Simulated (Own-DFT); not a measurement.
# Computed records: AlGa3N4 (wurtzite random alloy, atoms displaced)

A calculation, not a measurement: plane-wave density functional theory by an unreviewed code, no spin, of a simulated periodic cell, stress positive in tension, run twice, with PBE and with PBEsol, both on files made for PBE, so the change isn't that of files made for PBEsol, forces on such cells passed a denser k mesh, this cell's mesh not checked; the far tail of each file's local potential was reset to the Coulomb form; each entry is a single point on an unrelaxed cell, so the pressure reflects the starting lattice, mostly measured values (interpolated for alloys), from which strain is counted, and rises with the displacements; printed positions are rounded, which can move forces by about a meV/angstrom; the program, named Own-DFT, is a retired in-house code; no spin-orbit coupling; stress was not checked against mesh or cutoff. Program: Own-DFT development build.

Common to all runs: functional PBE, then PBEsol; potential files PseudoDojo norm-conserving, scalar-relativistic, standard set; wave cutoff 42 hartree; occupations Fermi-Dirac; smearing width 0.1 eV; k mesh 4 x 4 x 3 centred on Gamma.

(1) AlGa3N4 (wurtzite random alloy, atoms displaced)

```
cell vectors (Å)
   9.5092     0.0000     0.0000
  -4.7546     8.2353     0.0000
   0.0000     0.0000    10.2685
atoms (fractions of the cell vectors)
Ga  0.11236  0.21279  0.01144
Ga  0.23256  0.12104  0.24819
N   0.10622  0.22937  0.17807
N   0.24024  0.11124  0.45646
Ga  0.11404  0.21997  0.49025
Ga  0.21252  0.11400  0.74449
N   0.09943  0.23114  0.70130
N   0.23448  0.13910  0.94378
Ga  0.10802  0.54619  0.98602
Ga  0.23236  0.43431  0.23122
N   0.11328  0.57696  0.18563
N   0.21945  0.44212  0.43500
Ga  0.10735  0.56170  0.49712
Ga  0.21818  0.44874  0.74390
N   0.09847  0.55109  0.68469
N   0.22445  0.44533  0.93476
Al  0.12196  0.90187  0.00544
Ga  0.20780  0.76532  0.24650
N   0.12584  0.91160  0.18933
N   0.21686  0.77419  0.45558
Ga  0.11698  0.89681  0.49694
Ga  0.22155  0.77689  0.74979
N   0.12252  0.87413  0.69561
N   0.21413  0.77672  0.93564
Al  0.44476  0.21631  0.99138
Al  0.54794  0.11873  0.24606
N   0.44567  0.23442  0.19036
N   0.55765  0.11233  0.44125
Ga  0.45692  0.23109  0.50372
Ga  0.56486  0.10980  0.74047
N   0.43460  0.21901  0.68024
N   0.56886  0.11908  0.93302
Ga  0.44240  0.55336  0.99331
Ga  0.54322  0.43672  0.24662
N   0.45431  0.55850  0.20047
N   0.55173  0.42566  0.43999
Al  0.44098  0.54768  0.51303
Al  0.55031  0.43076  0.74544
N   0.46103  0.54711  0.70090
N   0.55427  0.43530  0.93528
Ga  0.45047  0.90019  0.00177
Ga  0.55662  0.79358  0.26231
N   0.44732  0.89340  0.19199
N   0.54695  0.77042  0.45680
Al  0.43263  0.88322  0.48869
Ga  0.54078  0.77050  0.75424
N   0.44028  0.89288  0.69550
N   0.55229  0.77470  0.93594
Ga  0.78136  0.21657  0.98372
Ga  0.88811  0.10939  0.23517
N   0.78370  0.23584  0.16897
N   0.89489  0.10329  0.43492
Al  0.79894  0.22504  0.49593
Ga  0.89297  0.12502  0.73769
N   0.78667  0.21767  0.68617
N   0.88810  0.10754  0.94712
Ga  0.77546  0.55857  0.00017
Ga  0.88398  0.42473  0.23953
N   0.78089  0.56591  0.19273
N   0.88682  0.44110  0.43302
Ga  0.77349  0.54929  0.50383
Al  0.89352  0.46405  0.75488
N   0.78283  0.55901  0.68781
N   0.90114  0.45147  0.94171
Ga  0.77489  0.89161  0.99581
Ga  0.88752  0.79243  0.24761
N   0.76929  0.86732  0.19404
N   0.88974  0.78899  0.43002
Al  0.78095  0.90207  0.50383
Ga  0.90463  0.78456  0.73414
N   0.78015  0.88387  0.68643
N   0.88957  0.77689  0.93224
```

- PBE pressure: 10.39 GPa
- PBE stress xx: -11.34 GPa
- PBE stress yy: -12.95 GPa
- PBE stress zz: -6.88 GPa
- PBE stress yz: -0.41 GPa
- PBE stress xz: -1.25 GPa
- PBE stress xy: 0.34 GPa
- PBEsol pressure: 5.46 GPa
- PBEsol stress xx: -6.36 GPa
- PBEsol stress yy: -7.89 GPa
- PBEsol stress zz: -2.13 GPa
- PBEsol stress yz: -0.36 GPa
- PBEsol stress xz: -1.23 GPa
- PBEsol stress xy: 0.37 GPa
- rms change of force components from PBE to PBEsol: 0.08 eV/Å

Force:
```tsv
force element	PBE force x (eV/Å)	PBE force y (eV/Å)	PBE force z (eV/Å)	PBEsol force x (eV/Å)	PBEsol force y (eV/Å)	PBEsol force z (eV/Å)
Ga	-2.239	1.514	-4.982	-2.183	1.491	-4.872
Ga	-0.847	0.026	1.737	-0.81	0.014	1.674
N	0.784	-1.863	4.268	0.78	-1.813	4.153
N	-2.548	1.016	-2.658	-2.506	0.996	-2.598
Ga	0.612	0.595	1.118	0.583	0.586	1.073
Ga	0.768	-0.416	0.7	0.764	-0.384	0.685
N	3.989	-0.22	-2.724	3.904	-0.226	-2.664
N	2.35	-3.918	-1.411	2.104	-3.81	-1.447
Ga	1.352	2.686	2.362	1.309	2.63	2.316
Ga	-2.123	3.746	2.56	-2.061	3.646	2.517
N	1.177	-6.91	-2.169	1.138	-6.76	-2.124
N	0.972	0.459	0.38	0.858	0.37	0.343
Ga	0.44	-2.451	-0.177	0.413	-2.382	-0.173
Ga	0.829	0.605	0.77	0.797	0.56	0.786
N	0.905	0.416	0.662	1.06	0.496	0.583
N	0.007	-0.768	0.323	-0.003	-0.729	0.318
Al	-0.854	-1.138	-1.543	-0.871	-1.115	-1.552
Ga	0.269	5.375	2.3	0.26	5.241	2.232
N	-0.398	-1.824	-0.702	-0.389	-1.767	-0.529
N	0.379	1.462	-2.78	0.188	1.318	-2.757
Ga	-0.911	-1.891	0.823	-0.862	-1.856	0.802
Ga	3.062	-1.703	1.352	2.987	-1.643	1.326
N	-4.598	4.42	-2.564	-4.533	4.316	-2.52
N	0.601	1.371	1.466	0.704	1.259	1.361
Al	0.689	1.721	0.587	0.706	1.706	0.619
Al	1.498	-0.132	0.883	1.501	-0.114	0.886
N	1.446	-3.272	-2.506	1.252	-3.106	-2.373
N	1.763	-0.88	-1.297	1.624	-0.775	-1.217
Ga	0.932	-3.019	-0.057	0.895	-2.968	-0.063
Ga	-1.265	0.575	0.143	-1.222	0.519	0.158
N	1.166	0.282	3.045	1.132	0.131	2.895
N	-2.526	-0.65	0.001	-2.324	-0.708	-0.039
Ga	1.011	-0.014	0.854	0.985	-0.007	0.813
Ga	3.034	3.419	1.758	2.954	3.333	1.718
N	-1.844	1.468	-2.103	-1.815	1.384	-2.065
N	-1.513	5.13	-0.729	-1.389	4.949	-0.729
Al	0.401	-0.09	-1.385	0.396	-0.109	-1.384
Al	1.815	0.313	1.518	1.852	0.307	1.521
N	-3.457	0.72	-2.127	-3.587	0.842	-2.017
N	0.046	-0.216	-0.402	0.045	-0.052	-0.302
Ga	-0.345	-1.721	-0.709	-0.304	-1.707	-0.708
Ga	0.904	-2.253	0.308	0.898	-2.228	0.273
N	-1.099	1.384	0.143	-1.051	1.217	0.093
N	0.252	0.756	-0.655	0.265	0.76	-0.774
Al	1.366	1.281	2.022	1.364	1.295	2.019
Ga	1.628	0.881	-1.384	1.597	0.86	-1.314
N	1.064	-1.236	-2.125	1.046	-1.216	-1.98
N	-0.454	0.635	1.333	-0.444	0.621	1.293
Ga	-0.118	2.267	0.768	-0.103	2.211	0.785
Ga	-1.214	-0.719	0.854	-1.155	-0.683	0.832
N	-0.797	-5.454	0.851	-0.682	-5.27	0.805
N	-1.362	1.27	-0.846	-1.187	1.364	-0.937
Al	-2.093	-0.1	-0.017	-2.078	-0.102	-0.018
Ga	0.823	-4.797	3.163	0.805	-4.671	3.098
N	-3.888	3.327	-1.689	-3.791	3.138	-1.535
N	1.402	0.313	-1.504	1.351	0.306	-1.451
Ga	0.47	0.17	0.627	0.454	0.177	0.618
Ga	-0.793	6.106	1.806	-0.77	5.989	1.756
N	0.28	-1.377	-0.471	0.263	-1.35	-0.491
N	0.332	-0.903	0.304	0.32	-0.73	0.259
Ga	0.203	0.925	-1.981	0.218	0.887	-1.94
Al	0.581	-1.918	0.044	0.579	-1.94	0.06
N	-0.837	-1.543	0.564	-0.87	-1.354	0.416
N	-3.044	-1.735	-2.348	-2.949	-1.7	-2.163
Ga	0.937	-2.014	-0.044	0.909	-1.971	-0.057
Ga	4.857	-3.058	1.081	4.728	-3.006	1.087
N	-4.635	4.471	-2.553	-4.526	4.398	-2.494
N	-0.009	-0.303	2.666	0.1	-0.337	2.553
Al	0.284	-2.997	0.016	0.276	-2.997	-0.002
Ga	-1.8	-0.426	2.081	-1.766	-0.431	2.052
N	-0.785	1.285	-0.317	-0.737	1.258	-0.169
N	0.712	1.541	0.717	0.605	1.442	0.679
```

(2) AlGa3N4 (wurtzite random alloy, atoms displaced)

```
cell vectors (Å)
   9.5092     0.0000     0.0000
  -4.7546     8.2353     0.0000
   0.0000     0.0000    10.2685
atoms (fractions of the cell vectors)
Ga  0.10844  0.21924  0.01243
Ga  0.22016  0.10916  0.25050
N   0.10937  0.21300  0.19580
N   0.21787  0.10854  0.44743
Al  0.12130  0.23193  0.50278
Ga  0.21912  0.12252  0.74544
N   0.11102  0.22371  0.69124
N   0.21478  0.10710  0.93450
Ga  0.10335  0.54650  0.00376
Ga  0.22028  0.44454  0.25385
N   0.10174  0.55039  0.19131
N   0.22342  0.45674  0.43561
Ga  0.11823  0.55243  0.50177
Ga  0.23016  0.44402  0.74283
N   0.13249  0.56911  0.68976
N   0.20592  0.43275  0.93890
Ga  0.12369  0.90412  0.01155
Ga  0.22903  0.78281  0.25540
N   0.09998  0.86682  0.17410
N   0.21322  0.77867  0.45229
Ga  0.11808  0.89283  0.49060
Ga  0.23774  0.77623  0.76670
N   0.11154  0.88085  0.67748
N   0.21942  0.76697  0.93615
Al  0.44782  0.21760  0.98744
Ga  0.54991  0.12564  0.24840
N   0.45719  0.22917  0.19650
N   0.55108  0.10165  0.44675
Ga  0.44341  0.22616  0.48860
Ga  0.54373  0.11260  0.74765
N   0.43497  0.21947  0.70216
N   0.55985  0.10535  0.93900
Ga  0.45832  0.56804  0.00310
Al  0.54264  0.44262  0.24190
N   0.43545  0.54548  0.17444
N   0.56836  0.46831  0.42915
Ga  0.44824  0.54325  0.49063
Al  0.55298  0.45213  0.74409
N   0.45779  0.55640  0.68026
N   0.55046  0.43147  0.95614
Ga  0.45602  0.87735  0.01560
Ga  0.53330  0.75179  0.24823
N   0.44064  0.88728  0.18337
N   0.54637  0.77363  0.43631
Ga  0.43607  0.87297  0.49690
Ga  0.55893  0.78008  0.75761
N   0.44397  0.88804  0.69096
N   0.54467  0.77210  0.93994
Al  0.80393  0.23653  0.01548
Al  0.87920  0.10814  0.25427
N   0.78455  0.23688  0.19131
N   0.88239  0.09154  0.44350
Ga  0.80368  0.24220  0.50422
Ga  0.89299  0.10711  0.73402
N   0.78148  0.22429  0.69140
N   0.88402  0.10688  0.93825
Ga  0.78694  0.56683  0.00870
Ga  0.88762  0.42330  0.23963
N   0.79204  0.57947  0.18481
N   0.88554  0.44060  0.43821
Al  0.79154  0.56456  0.49554
Al  0.89227  0.43890  0.74684
N   0.77189  0.57696  0.68373
N   0.90007  0.43596  0.94532
Al  0.75679  0.86814  0.00391
Ga  0.89474  0.76907  0.24173
N   0.76810  0.89781  0.17504
N   0.89648  0.77816  0.42624
Ga  0.79280  0.87371  0.51247
Ga  0.89624  0.78777  0.74386
N   0.78742  0.90784  0.69007
N   0.87725  0.76847  0.95080
```

- PBE pressure: 11.98 GPa
- PBE stress xx: -8.89 GPa
- PBE stress yy: -14.49 GPa
- PBE stress zz: -12.55 GPa
- PBE stress yz: -0.53 GPa
- PBE stress xz: 1.31 GPa
- PBE stress xy: 2.3 GPa
- PBEsol pressure: 7.02 GPa
- PBEsol stress xx: -4 GPa
- PBEsol stress yy: -9.49 GPa
- PBEsol stress zz: -7.58 GPa
- PBEsol stress yz: -0.54 GPa
- PBEsol stress xz: 1.23 GPa
- PBEsol stress xy: 2.24 GPa
- rms change of force components from PBE to PBEsol: 0.087 eV/Å

Force:
```tsv
force element	PBE force x (eV/Å)	PBE force y (eV/Å)	PBE force z (eV/Å)	PBEsol force x (eV/Å)	PBEsol force y (eV/Å)	PBEsol force z (eV/Å)
Ga	-0.495	-0.562	-2.419	-0.474	-0.545	-2.388
Ga	0.805	-0.867	0.311	0.777	-0.825	0.314
N	-1.66	0.626	1.04	-1.506	0.671	0.948
N	-0.519	2.43	-1.652	-0.36	2.288	-1.676
Al	-1.216	-1.395	-0.598	-1.224	-1.369	-0.599
Ga	0.972	-3.361	0.939	0.95	-3.275	0.93
N	-0.2	1.314	-2.862	-0.182	1.274	-2.659
N	1.278	1.408	0.951	1.146	1.309	0.912
Ga	2.025	2.095	-0.248	1.97	2.041	-0.25
Ga	-0.67	-0.59	-1.715	-0.659	-0.557	-1.676
N	1.984	1.002	0.562	1.943	0.951	0.534
N	2.377	-3.058	0.468	2.318	-2.869	0.407
Ga	-2.788	1.802	1.041	-2.693	1.79	1.012
Ga	-0.438	0.767	1.983	-0.454	0.752	1.942
N	-1.77	-2.674	-0.403	-1.626	-2.574	-0.433
N	2.307	1.047	-0.29	2.24	1.021	-0.271
Ga	-0.015	-1.823	-6.107	-0.031	-1.799	-5.958
Ga	-0.923	-1.296	-0.019	-0.911	-1.273	-0.044
N	1.726	2.417	5.84	1.682	2.371	5.713
N	2.481	-1.603	-3.095	2.443	-1.556	-3.047
Ga	-1.794	-0.38	2.217	-1.741	-0.37	2.184
Ga	-1.775	0.92	-3.294	-1.71	0.881	-3.231
N	-0.066	1.326	1.631	-0.098	1.306	1.59
N	-0.16	1.033	4.177	-0.143	1.001	4.066
Al	-0.051	-1.276	0.634	-0.075	-1.326	0.666
Ga	4.72	-3.508	2.31	4.591	-3.42	2.269
N	-4.774	1.236	-2.539	-4.633	1.007	-2.436
N	-0.014	1.496	-1.145	-0.049	1.471	-1.142
Ga	1.561	-0.08	1.414	1.519	-0.133	1.371
Ga	2.493	-0.871	0.747	2.436	-0.886	0.735
N	0.381	3.074	-2.114	0.368	2.863	-2.084
N	-0.139	0.745	1.334	-0.097	0.616	1.223
Ga	-1.1	-4.08	-3.083	-1.09	-3.982	-2.979
Al	2.407	1.49	-0.046	2.399	1.501	-0.044
N	-0.147	-0.833	3.72	-0.289	-0.694	3.588
N	3.188	-2.999	-1.582	2.968	-2.982	-1.442
Ga	-2.939	3.173	1.816	-2.878	3.139	1.778
Al	2.249	-1.428	1.765	2.259	-1.437	1.799
N	-1.83	0.512	0.64	-1.984	0.596	0.551
N	0.121	1.999	-2.353	0.105	2.184	-2.258
Ga	-3.714	2.432	-4.107	-3.635	2.357	-4.023
Ga	1.307	3.556	0.984	1.263	3.482	0.958
N	0.056	0.457	4.27	0.054	0.411	4.157
N	2.001	-1.183	-0.224	1.925	-1.195	-0.23
Ga	-0.085	1.806	1.568	-0.089	1.768	1.54
Ga	-0.357	0.485	-2.078	-0.379	0.477	-2.031
N	1.262	0.252	-0.496	1.221	0.236	-0.468
N	2.711	0.029	-0.974	2.516	-0.054	-0.989
Al	-1.309	-3.207	-3.506	-1.312	-3.204	-3.477
Al	0.604	-1.345	0.121	0.591	-1.314	0.137
N	0.095	-8.747	-1.419	-0.013	-8.451	-1.248
N	0.854	2.809	-0.776	0.774	2.706	-0.639
Ga	-1.273	-4.595	0.5	-1.255	-4.506	0.497
Ga	-1.605	4.231	4.035	-1.566	4.135	3.945
N	-0.631	0.877	-0.326	-0.595	0.698	-0.405
N	0.025	-0.798	0.67	0.147	-0.75	0.593
Ga	0.516	-3.504	-1.867	0.503	-3.378	-1.789
Ga	-1.63	9.253	3.947	-1.565	9.06	3.864
N	-1.275	-8.179	0.826	-1.178	-7.93	0.745
N	0.087	2.697	-0.736	0.241	2.519	-0.748
Al	-0.664	-0.344	0.086	-0.667	-0.338	0.097
Al	0.114	1.416	1.321	0.112	1.462	1.316
N	1.513	-3.295	-0.724	1.516	-3.071	-0.66
N	-3.642	0.263	-2.245	-3.522	0.457	-2.134
Al	1.888	2.955	-1.744	1.87	2.92	-1.785
Ga	-2.442	5.084	1.805	-2.347	4.95	1.76
N	0.063	-0.669	2.775	0.045	-0.774	2.848
N	0.351	-0.843	0.988	0.341	-0.67	0.93
Ga	-2.698	0.719	-2.252	-2.636	0.757	-2.205
Ga	0.7	0.418	2.35	0.675	0.39	2.267
N	-0.29	-5.627	-0.218	-0.249	-5.511	-0.235
N	-0.125	3.37	-2.534	0.004	3.197	-2.499
```

(3) AlGa3N4 (wurtzite random alloy, atoms displaced)

```
cell vectors (Å)
   9.5092     0.0000     0.0000
  -4.7546     8.2353     0.0000
   0.0000     0.0000    10.2685
atoms (fractions of the cell vectors)
Ga  0.10668  0.22174  0.00121
Ga  0.22357  0.11780  0.24160
N   0.10092  0.23030  0.18700
N   0.22660  0.11380  0.43917
Al  0.10966  0.21830  0.51394
Ga  0.21724  0.09447  0.74704
N   0.11758  0.23966  0.69575
N   0.24479  0.11678  0.94789
Ga  0.12788  0.55108  0.01340
Ga  0.21350  0.44915  0.25700
N   0.11364  0.56518  0.18790
N   0.23634  0.45316  0.43678
Al  0.10998  0.55019  0.50923
Ga  0.21387  0.42581  0.75431
N   0.11135  0.53776  0.70389
N   0.21666  0.45027  0.96064
Ga  0.10332  0.88438  0.99795
Ga  0.22497  0.77451  0.24845
N   0.10340  0.88387  0.18706
N   0.21204  0.77255  0.44464
Ga  0.10459  0.89082  0.50205
Al  0.23024  0.77770  0.75395
N   0.08410  0.88112  0.68740
N   0.20678  0.76750  0.95411
Ga  0.45695  0.21938  0.00376
Al  0.54828  0.10235  0.24721
N   0.44367  0.22673  0.19998
N   0.55308  0.09985  0.43908
Ga  0.43411  0.21577  0.50661
Ga  0.56192  0.12569  0.75177
N   0.44696  0.22808  0.68754
N   0.54683  0.12063  0.94569
Al  0.44213  0.55937  0.99618
Ga  0.55399  0.43533  0.24145
N   0.43269  0.55093  0.18955
N   0.54637  0.42447  0.44454
Ga  0.45482  0.56574  0.51499
Ga  0.53851  0.44025  0.74526
N   0.44741  0.55450  0.68675
N   0.55755  0.44638  0.93858
Ga  0.42775  0.88650  0.01529
Al  0.55614  0.78378  0.25643
N   0.43365  0.88432  0.18775
N   0.53830  0.77339  0.43829
Al  0.46622  0.88825  0.50402
Ga  0.55710  0.78612  0.74807
N   0.42362  0.87183  0.68130
N   0.54136  0.77275  0.94008
Ga  0.77212  0.21498  0.99580
Ga  0.89768  0.12121  0.24557
N   0.77129  0.22575  0.17620
N   0.89100  0.11242  0.44562
Ga  0.77648  0.22410  0.49410
Ga  0.89360  0.11040  0.75871
N   0.77430  0.22578  0.69093
N   0.88839  0.11746  0.95367
Ga  0.78456  0.54895  0.99586
Ga  0.90088  0.45725  0.25741
N   0.76879  0.54041  0.19284
N   0.90369  0.43950  0.43073
Ga  0.77803  0.54665  0.49804
Al  0.88541  0.43820  0.75635
N   0.77256  0.54334  0.68362
N   0.88048  0.44602  0.92487
Ga  0.78878  0.89053  0.00465
Ga  0.88463  0.77366  0.24747
N   0.77306  0.88537  0.19332
N   0.87132  0.76148  0.43384
Ga  0.79045  0.88957  0.49775
Al  0.88203  0.79175  0.74677
N   0.78306  0.90405  0.70444
N   0.87252  0.74778  0.93911
```

- PBE pressure: 10.7 GPa
- PBE stress xx: -10.22 GPa
- PBE stress yy: -11.52 GPa
- PBE stress zz: -10.36 GPa
- PBE stress yz: -0.94 GPa
- PBE stress xz: 2.16 GPa
- PBE stress xy: 1.05 GPa
- PBEsol pressure: 5.78 GPa
- PBEsol stress xx: -5.32 GPa
- PBEsol stress yy: -6.51 GPa
- PBEsol stress zz: -5.51 GPa
- PBEsol stress yz: -0.91 GPa
- PBEsol stress xz: 2.15 GPa
- PBEsol stress xy: 1.04 GPa
- rms change of force components from PBE to PBEsol: 0.082 eV/Å

Force:
```tsv
force element	PBE force x (eV/Å)	PBE force y (eV/Å)	PBE force z (eV/Å)	PBEsol force x (eV/Å)	PBEsol force y (eV/Å)	PBEsol force z (eV/Å)
Ga	2.014	0.656	0.381	1.927	0.668	0.413
Ga	-1.04	-0.795	0.99	-1	-0.77	0.979
N	2.73	0.167	0.11	2.658	0.154	0.104
N	-2.812	-0.753	0.25	-2.633	-0.797	0.223
Al	0.409	1.417	-2.412	0.42	1.409	-2.405
Ga	0.317	2.034	1.365	0.313	2.005	1.331
N	0.731	-8.171	-2.361	0.705	-7.979	-2.137
N	-3.911	-1.502	-1.606	-3.831	-1.489	-1.576
Ga	-6.719	2.412	-0.872	-6.56	2.381	-0.829
Ga	1.674	0.02	-0.386	1.661	0.024	-0.385
N	-0.276	-1.276	1.386	-0.254	-1.255	1.36
N	-1.705	-1.474	2.831	-1.581	-1.395	2.681
Al	1.178	0.711	-0.11	1.185	0.702	-0.095
Ga	0.731	7.377	3.31	0.671	7.214	3.215
N	-2.272	2.358	-1.765	-2.086	2.236	-1.684
N	6.14	-3.621	-4.254	5.863	-3.621	-4.186
Ga	-0.341	0.101	0.387	-0.294	0.073	0.425
Ga	-2.329	0.877	2.364	-2.285	0.847	2.279
N	0.323	0.915	0.413	0.31	0.891	0.391
N	1.076	-0.127	0.229	0.972	-0.035	0.144
Ga	0.883	-0.91	-1.552	0.878	-0.887	-1.519
Al	-2.527	-2.583	1.077	-2.562	-2.565	1.107
N	2.782	0.197	0.709	2.84	0.371	0.577
N	1.175	0.889	-2.909	1.16	0.878	-2.72
Ga	-4.591	4.673	2.443	-4.503	4.557	2.368
Al	0.219	1.471	0.861	0.212	1.473	0.851
N	1.384	-3.499	-1.746	1.232	-3.339	-1.764
N	-0.084	0.036	-0.699	-0.068	0.201	-0.611
Ga	1.815	-0.412	-1.29	1.768	-0.378	-1.263
Ga	-0.627	-1.447	0.326	-0.614	-1.377	0.314
N	-0.937	-2.364	0.861	-0.918	-2.311	0.832
N	5.687	-4.497	-2.791	5.569	-4.376	-2.724
Al	1.108	-0.908	1.496	1.108	-0.926	1.488
Ga	-1.961	2.568	2.351	-1.91	2.48	2.305
N	1.1	1.705	-0.57	1.058	1.555	-0.478
N	0.205	2.852	-1.013	0.214	2.788	-0.976
Ga	0.13	-2.044	-4.382	0.106	-2.007	-4.291
Ga	3.422	0.656	1.803	3.357	0.625	1.743
N	-2.029	1.338	2.795	-1.959	1.295	2.714
N	-1.565	-0.016	0.194	-1.409	-0.088	0.143
Ga	1.162	0.149	-3.976	1.118	0.124	-3.862
Al	-0.093	-1.872	-1.277	-0.098	-1.871	-1.278
N	2.423	1.398	2.951	2.235	1.267	2.772
N	4.085	-0.195	-0.921	4.202	-0.371	-0.829
Al	-5.343	1.475	0.359	-5.346	1.5	0.393
Ga	-0.771	-0.95	1.459	-0.762	-0.917	1.437
N	1.832	2.33	0.416	1.988	2.351	0.48
N	0.58	1.23	-0.019	0.557	1.364	-0.086
Ga	-1.552	2.271	-0.057	-1.509	2.226	-0.023
Ga	-2.779	-1.6	1.088	-2.693	-1.558	1.04
N	-0.004	-0.677	2.951	0.113	-0.609	2.827
N	1.194	0.096	-0.288	1.043	0.018	-0.332
Ga	-0.172	-0.55	0.834	-0.168	-0.55	0.812
Ga	-1.386	2.833	0.326	-1.368	2.755	0.314
N	1.502	-0.345	-0.206	1.442	-0.488	-0.241
N	1.459	-1.953	-2.398	1.439	-1.912	-2.362
Ga	-1.86	-2.648	2.055	-1.814	-2.585	1.993
Ga	-0.999	-1.451	-2.786	-0.982	-1.419	-2.719
N	1.036	1.984	-0.929	1.013	1.944	-0.906
N	-0.55	0.475	2.977	-0.683	0.379	2.83
Ga	-0.584	-1.29	0.213	-0.601	-1.259	0.217
Al	-0.151	1.198	-2.518	-0.141	1.184	-2.559
N	0.068	1.643	1.039	-0.044	1.579	0.919
N	2.779	-1.867	2.721	2.664	-1.824	2.926
Ga	-1.485	-1.654	-0.177	-1.458	-1.604	-0.145
Ga	-0.069	-0.841	-0.256	-0.066	-0.81	-0.241
N	-0.659	0.541	0.186	-0.487	0.603	0.109
N	1.061	1.168	0.573	1.036	1.158	0.568
Ga	-1.976	0.183	0.233	-1.927	0.191	0.208
Al	0.648	-4.486	1.646	0.617	-4.495	1.652
N	-0.283	-2.126	-2.282	-0.443	-1.967	-2.279
N	-0.621	6.501	-2.154	-0.596	6.361	-1.979
```
